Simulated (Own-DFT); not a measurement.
# What a defect does to the pressure of its cell: zincblende GaAs

Everything here is calculated. The program is Own-DFT (plane waves, in-house, since retired, never reviewed by a person); positions were held fixed, and spin and spin-orbit coupling were off.

All runs used: PBE; PseudoDojo norm-conserving scalar-relativistic files; cutoff 42 hartree; 3 x 3 x 3 k mesh centred on Gamma; Fermi-Dirac smearing of 0.1 eV.

Limits (not all hold for every row): not probed for a lower state with spin; forces not confirmed at this smearing and k mesh; stress not checked against mesh or cutoff.

All runs share one cell, with vectors in Å (10.862, 0.000, 0.000); (0.000, 10.862, 0.000); (0.000, 0.000, 11.796) and a volume of 1391.7 Å³, strained against the parent crystal. The atoms are randomly displaced, by u rms on each axis. The defect's site can differ from row to row.

| cell | formula | u (Å) | P (GPa) |
|---|---|---|---|
| no defect | As32Ga32 | 0.0306 | 6.71 |
| no defect | As32Ga32 | 0.0468 | 7.02 |
| no defect | As32Ga32 | 0.0518 | 7.05 |
| one P on an As site | As31Ga32P | 0.0298 | ? |
| one P on an As site | As31Ga32P | 0.0304 | 6.39 |
| one P on an As site | As31Ga32P | 0.0462 | 6.64 |
| one P on an As site | As31Ga32P | 0.0484 | 6.82 |
| one In on a Ga site | As32Ga31In | 0.0293 | 7.42 |
| one In on a Ga site | As32Ga31In | 0.0296 | 7.38 |
| one In on a Ga site | As32Ga31In | 0.0302 | 7.45 |
| one Al on a Ga site | AlAs32Ga31 | 0.0297 | 6.67 |
| one Al on a Ga site | AlAs32Ga31 | 0.0311 | 6.65 |
| one Al on a Ga site | AlAs32Ga31 | 0.0482 | 7.08 |
| one As vacancy and one Ga vacancy | As31Ga31 | 0.0303 | 6.02 |
| one As vacancy and one Ga vacancy | As31Ga31 | 0.0327 | 6.09 |
| one As vacancy and one Ga vacancy | As31Ga31 | 0.0548 | 6.39 |

## Worked fit

P = P0 + c u² + a shift for each defect gives P0 = 6.51 GPa, c = 218 ± 23 GPa/Å² and a scatter of 0.06 GPa. The shifts, and each times the cell's volume:

- one In on a Ga site: 0.72 ± 0.06 GPa, 6.2 eV
- one Al on a Ga site: -0.01 ± 0.05 GPa, -0.1 eV (not resolved)
- one P on an As site: -0.28 ± 0.05 GPa, -2.5 eV
- one As vacancy and one Ga vacancy: -0.70 ± 0.05 GPa, -6.1 eV

Positive is outwards. The product with the volume (160.2 GPa Å³ to the eV) is nearly free of the cell's size; divided by the bulk modulus at the cell's pressure it gives the volume that the defect adds. The atoms around the defects weren't relaxed, which would change these numbers.

## Test on the hidden row

Question: what pressure belongs in the blank (one P on an As site, u = 0.0298 Å)?

From the fit: 6.42 ± 0.07 GPa. The run itself gave 6.36 GPa.
